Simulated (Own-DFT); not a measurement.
# Response to strain: 4H SiC, 72 atoms (C36Si36)

Source: density functional calculations with Own-DFT, an unreviewed in-house program that is no longer used. Nothing was measured or relaxed, and spin and spin-orbit coupling are left out.

Common settings: PBE; PseudoDojo norm-conserving scalar-relativistic files; cutoff 42 hartree; 4 x 4 x 3 k mesh centred on Gamma; Fermi-Dirac smearing of 0.1 eV.

Limits: forces on such cells passed a denser k mesh, each cell not checked; stress not checked against mesh or cutoff.

Unstrained cell vectors in Å: (9.248, 0.000, 0.000); (-4.624, 8.009, 0.000); (0.000, 0.000, 10.068). The unstrained cell has measured lattice constants (interpolated for alloys), not those of this functional. That, the random moves and any unrelaxed bonds set the pressure at no strain. The cell is deformed uniformly in each run, and the atoms keep their fractional places. Each coordinate of each atom was shifted by a normal deviate of width 0.05 Å. Stress is counted positive in tension, P = -(s_xx + s_yy + s_zz)/3, and strain components are those of the symmetric tensor.

```
run,e_xx (%),e_yy (%),e_zz (%),e_yz (%),e_xz (%),e_xy (%),s_xx (GPa),s_yy (GPa),s_zz (GPa),s_yz (GPa),s_xz (GPa),s_xy (GPa),P (GPa),E (meV/atom)
1,0.85,1.89,0.94,1.08,-1.48,-1.87,2.96,5.17,-1.07,3.51,-4.58,-7.62,-2.35,14.8
2,-1.42,-1.01,-1.43,-0.93,1.85,1.75,-15.14,-13.28,-16.28,-3.06,7.46,8.39,14.90,50.4
3,-1.10,0.11,-1.80,-1.50,-0.63,-1.10,-9.60,-5.81,-22.39,-4.74,-2.25,-4.43,12.60,43.2
4,1.42,-0.72,0.24,-1.22,0.57,0.86,2.92,-7.18,-5.65,-3.55,1.25,3.66,3.31,19.7
5,-0.75,1.96,0.81,0.99,0.87,1.41,-8.26,5.32,-1.92,2.62,2.47,5.74,1.62,40.8
6,-1.47,-1.51,0.29,0.66,1.26,0.47,-12.33,-14.98,-6.17,2.72,3.72,1.66,11.16,5.3
7,1.14,-0.49,-0.76,-0.28,0.59,-1.64,0.35,-6.04,-11.53,-0.08,1.73,-7.74,5.74,21.5
8,-0.66,-1.33,0.15,0.73,-1.33,0.30,-8.64,-12.26,-8.04,1.70,-3.26,1.83,9.65,25.7
9,1.52,0.29,-1.25,0.27,1.47,1.28,3.94,-2.71,-14.77,-0.17,5.62,5.96,4.51,20.9
10,0.67,-1.94,-1.33,-1.33,-1.37,1.73,-4.90,-17.60,-15.23,-3.15,-5.09,9.75,12.58,64.3
11,0.08,1.75,0.22,0.90,1.29,-0.15,-1.18,4.79,-5.80,2.56,4.52,-0.10,0.73,5.8
12,0.68,1.65,0.80,-1.93,1.44,-0.84,1.22,4.79,-1.03,-6.22,4.98,-3.86,-1.66,0.0
13,-1.54,-1.32,0.69,0.76,-0.47,0.65,-15.83,-13.09,-3.38,2.02,-2.45,4.87,10.77,18.9
14,0.94,0.91,-1.09,1.76,-0.75,-1.43,-0.82,0.18,-11.61,5.51,-2.10,-6.49,4.08,35.0
15,1.08,-1.08,0.45,0.82,1.88,-0.84,1.04,-10.07,-4.34,1.62,5.96,-3.55,4.46,24.5
16,0.22,-1.99,1.09,-0.61,-1.62,1.88,-4.69,-15.03,-3.10,-2.21,-5.96,9.72,7.61,43.0
17,1.71,-1.92,-1.36,-1.65,-0.24,-0.41,?,?,?,?,?,?,?,?
```

The last column gives the free energy per atom over the lowest of the runs shown.

## Worked fit

Regress every stress component on the fractional strains (shears doubled) of the visible runs, with a constant. Shear strains stay in the fit of a normal stress only where such slopes are resolved. The slopes, in GPa:

```
stress  at no strain  per e_xx  per e_yy  per e_zz  scatter
  s_xx          -4.6  550 ± 33   97 ± 26   55 ± 36     1.36
  s_yy          -5.2   88 ± 20  547 ± 15   52 ± 22     0.81
  s_zz          -7.5   56 ± 33   33 ± 26  623 ± 36     1.36
```

The slope of each shear stress on twice its own strain, from a fit on all six strains: yz 149 ± 8, xz 168 ± 8, xy 231 ± 9 GPa. These are stiffnesses along x, y and z of the frame in which the cell vectors are given, with the crystal's c axis along z: C11, C12, C13 and C33. Hexagonal symmetry asks that xx and yy behave alike, which is a second check on the noise. The atoms are held to the strained lattice; where symmetry lets them move under strain, relaxing them would lower some slopes. Slopes across the diagonal should nearly agree, so their difference gauges the noise. A ninth of the table's sum, 233 ± 5 GPa, estimates the bulk modulus near the mean pressure of these runs, 6.2 GPa, so it lies above the value at zero pressure.

## Withheld run

Asked: what normal stresses and pressure should run 17 give?

The fitted form gives s_xx = 2.2, s_yy = -14.9, s_zz = -15.7 and P = 9.5 GPa. Computed: -0.45, -13.26, -13.25 and P = 8.99 GPa.
